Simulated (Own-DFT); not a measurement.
# Computed records: AlGa$_{3}$N$_{4}$ (wurtzite random alloy, strained, atoms displaced)

A calculation, not a measurement: plane-wave density functional theory by an unreviewed code, no spin, of a simulated periodic cell, stress positive in tension, run twice, with PBE and with PBEsol, both on files made for PBE, so the change isn't that of files made for PBEsol, forces on such cells passed a denser k mesh, this cell's mesh not checked; the far tail of each file's local potential was reset to the Coulomb form; each entry is a single point on an unrelaxed cell, so the pressure reflects the starting lattice, mostly measured values (interpolated for alloys), from which strain is counted, and rises with the displacements; printed positions are rounded, which can move forces by about a meV/angstrom; the program, named Own-DFT, is a retired in-house code; no spin-orbit coupling; stress was not checked against mesh or cutoff. Program: Own-DFT development build.

```xyz
72
Lattice="9.4142 0.0000 0.0000 -4.7071 8.1529 0.0000 0.0000 0.0000 10.2685" Properties=species:S:1:pos:R:3:PBE_force_x:R:1:PBE_force_y:R:1:PBE_force_z:R:1:PBEsol_force_x:R:1:PBEsol_force_y:R:1:PBEsol_force_z:R:1 formula=AlGa3N4 functional=PBE,then_PBEsol potential_files=PseudoDojo_norm-conserving,scalar-relativistic,standard_set wave_cutoff=42 occupations=Fermi-Dirac smearing_width=0.1 k_mesh=4_x_4_x_3_centred_on_Gamma PBE_pressure=12 PBE_stress_xx=-12.51 PBE_stress_yy=-14.51 PBE_stress_zz=-8.97 PBE_stress_yz=-0.65 PBE_stress_xz=0.09 PBE_stress_xy=-0.53 PBEsol_pressure=6.93 PBEsol_stress_xx=-7.45 PBEsol_stress_yy=-9.39 PBEsol_stress_zz=-3.96 PBEsol_stress_yz=-0.64 PBEsol_stress_xz=0.1 PBEsol_stress_xy=-0.51 rms_change_of_force_components_from_PBE_to_PBEsol=0.076
Ga     0.0277     1.7656     0.0490      0.532     -0.136      -1.16      0.505     -0.132     -1.144
Ga     1.4839     0.8196     2.5043      2.193      1.369      1.752      2.155      1.358      1.713
N      0.0043     1.7992     1.9686     -1.255     -0.242     -0.654     -1.083     -0.164     -0.701
N      1.5423     0.9403     4.5199      0.496     -1.486     -0.098      0.479     -1.307     -0.133
Ga     0.0100     1.8165     5.2080     -0.115     -0.205     -1.901     -0.108     -0.181      -1.86
Ga     1.5810     0.9020     7.6630     -1.062      0.522      0.731     -1.011      0.498      0.734
N     -0.0424     1.8253     7.0055     -0.677     -0.694      3.516     -0.538     -0.615      3.375
N      1.7034     0.8525     9.6089     -2.515      0.768      0.324     -2.458      0.756      0.327
Al    -1.5669     4.5052     0.0012     -1.047        1.3      0.222     -1.051      1.315      0.225
Ga    -0.0731     3.5876     2.5533      2.013      0.488      1.628      1.956       0.47      1.612
N     -1.5457     4.4975     1.9602     -0.939      0.577      -1.55     -0.905      0.553     -1.373
N      0.0704     3.5610     4.5515     -0.409       2.24     -0.881     -0.541      2.095     -0.913
Ga    -1.6492     4.5546     5.1028      1.527      0.004      0.255      1.496     -0.009       0.25
Ga    -0.0001     3.6619     7.7565     -1.181     -0.841     -1.596     -1.151     -0.831     -1.562
N     -1.5648     4.5813     7.0650     -0.844     -1.257     -0.223     -0.824     -1.218     -0.216
N     -0.1463     3.5732     9.6029      2.646      0.889      2.014      2.662      0.724      1.855
Ga    -3.1152     7.2215     0.0050     -0.634      0.555      0.865     -0.603      0.553      0.815
Ga    -1.5329     6.3722     2.5532     -0.787     -1.355      0.869     -0.761     -1.306       0.86
N     -3.1061     7.2022     2.0022     -1.152     -0.116     -1.183     -0.978     -0.017     -1.213
N     -1.5507     6.4198     4.4738     -1.663     -0.866      0.752     -1.499     -0.916      0.687
Al    -3.1381     7.2939     5.1541      0.394     -0.084      -0.01      0.396     -0.085      0.023
Ga    -1.5962     6.3498     7.7008      1.054      0.134      0.573      1.014      0.147      0.569
N     -3.1200     7.2708     7.1574     -0.964     -0.578       -2.6     -0.934     -0.569     -2.416
N     -1.6331     6.3880     9.6327      2.588     -2.211      0.522      2.516     -2.036      0.471
Ga     3.1496     1.8140    10.2212      0.866      0.286      1.464      0.844       0.26      1.421
Ga     4.7703     0.9075     2.5667     -2.333     -0.643       1.04     -2.286     -0.623      1.022
N      3.1405     1.8356     1.9595     -0.272     -1.015     -0.761     -0.259     -0.982      -0.75
N      4.6886     0.8359     4.5231      0.786      1.718     -0.456      0.764      1.675     -0.439
Ga     3.1486     1.8158     5.1403      -0.03     -0.972      0.365      -0.02     -0.941      0.333
Ga     4.7199     0.8949     7.7119     -2.998     -1.655      1.925     -2.941      -1.61      1.875
N      3.1521     1.7787     7.1761     -0.396      0.805     -1.602     -0.401      0.786     -1.565
N      4.7367     0.9304     9.6560       1.23      0.236      0.678       1.07      0.151      0.607
Al     1.5954     4.5197     0.0046     -1.141      0.378       0.59     -1.175      0.354      0.581
Ga     3.1541     3.6104     2.5455      0.926      0.524      0.058      0.905      0.499      0.088
N      1.6432     4.6291     1.9967     -1.139      -4.38      -2.99     -1.096     -4.263       -2.8
N      3.2251     3.5461     4.4572     -2.017      1.869       0.96     -1.872      1.772      0.915
Al     1.5903     4.5645     5.0972     -0.314     -1.437      0.216      -0.28     -1.438      0.221
Ga     3.0361     3.5768     7.7296      1.603      0.227      0.493       1.57      0.215      0.482
N      1.5515     4.4802     7.0806      0.258      1.436     -1.293      0.257      1.394     -1.114
N      3.1451     3.6815     9.7207     -0.324        0.1     -0.539     -0.317     -0.083     -0.643
Ga     0.0443     7.2773     0.0457     -1.252     -0.272     -0.804     -1.234     -0.246     -0.789
Ga     1.5796     6.2516     2.5714     -0.264      4.538      1.232     -0.267      4.422      1.216
N     -0.0630     7.2460     1.9500      2.567      0.304     -0.401      2.509      0.297     -0.399
N      1.5319     6.3358     4.5073      0.716       -0.6      0.466      0.709     -0.422      0.402
Ga    -0.0457     7.2684     5.1892      0.755     -0.631     -0.314       0.74     -0.603     -0.322
Ga     1.6676     6.3399     7.7223     -2.488     -0.367      0.126     -2.413     -0.353      0.128
N     -0.0371     7.3122     7.0616      0.865      -2.07      0.982      0.834     -2.013      0.948
N      1.6103     6.3548     9.6719     -1.071     -1.654     -0.173     -1.036     -1.462     -0.203
Al     6.3098     1.8087     0.0589      -0.31      0.512     -1.108     -0.304      0.519     -1.098
Al     7.8555     0.9177     2.5528     -0.207     -0.337      1.022      -0.22     -0.327      1.019
N      6.2544     1.7849     1.9850      2.304     -0.033     -1.791      2.106      0.041     -1.641
N      7.8599     0.9494     4.4992      0.467     -1.778     -1.056      0.451     -1.721     -0.877
Ga     6.3456     1.7910     5.1428     -1.769     -0.386       0.85     -1.737     -0.375      0.811
Al     7.8277     0.8356     7.7379     -0.024      1.636     -0.408     -0.025      1.645     -0.419
N      6.1133     1.7127     7.1631      6.149      2.434     -2.104      5.906      2.438     -2.091
N      7.8795     0.9195     9.6126     -1.144     -0.345      0.641     -0.996     -0.396      0.761
Al     4.6963     4.5675    10.2426      0.948     -0.274      1.389      0.947     -0.301      1.394
Ga     6.2457     3.5770     2.5988      0.622      0.885     -0.431      0.596      0.868     -0.393
N      4.8245     4.6466     2.0344     -1.766     -1.563     -2.384     -1.705      -1.75     -2.291
N      6.2728     3.5636     4.4659     -0.474      0.696      1.489     -0.448      0.682      1.459
Ga     4.6402     4.5219     5.1902      1.559       -0.2     -0.829      1.529     -0.209     -0.824
Ga     6.2000     3.5747     7.7305      1.628      -0.22      -0.33      1.567     -0.204     -0.309
N      4.7019     4.5026     7.1022     -1.191     -0.156     -0.124     -1.154     -0.144     -0.126
N      6.2709     3.6822     9.6243     -0.327      -0.98      1.847     -0.329     -0.985      1.648
Ga     3.0824     7.2164     0.1218      1.726      0.853     -2.163      1.693      0.834     -2.119
Al     4.7459     6.3533     2.5460      0.108      0.511      1.192      0.081      0.528      1.213
N      3.2337     7.2803     1.9292     -0.613      0.265      2.474     -0.731      0.186      2.281
N      4.7811     6.3286     4.5175     -0.248      0.487     -0.366     -0.393       0.39     -0.271
Ga     3.1572     7.1565     5.1668     -0.039      1.479     -0.538     -0.045      1.444     -0.519
Ga     4.7627     6.2810     7.7180     -0.473      0.998      0.971     -0.461      0.981      0.948
N      3.1374     7.2465     7.1288      1.397      0.268     -0.768      1.352      0.063     -0.815
N      4.7313     6.3358     9.7244     -1.057     -0.255     -0.905     -1.018     -0.075     -0.937
```

Units: wave_cutoff in hartree; smearing_width in eV; PBE_pressure, PBE_stress_xx, PBE_stress_yy, PBE_stress_zz, PBE_stress_yz, PBE_stress_xz, PBE_stress_xy, PBEsol_pressure, PBEsol_stress_xx, PBEsol_stress_yy, PBEsol_stress_zz, PBEsol_stress_yz, PBEsol_stress_xz, PBEsol_stress_xy in GPa; rms_change_of_force_components_from_PBE_to_PBEsol, PBE_force_x, PBE_force_y, PBE_force_z, PBEsol_force_x, PBEsol_force_y, PBEsol_force_z in eV/Å.
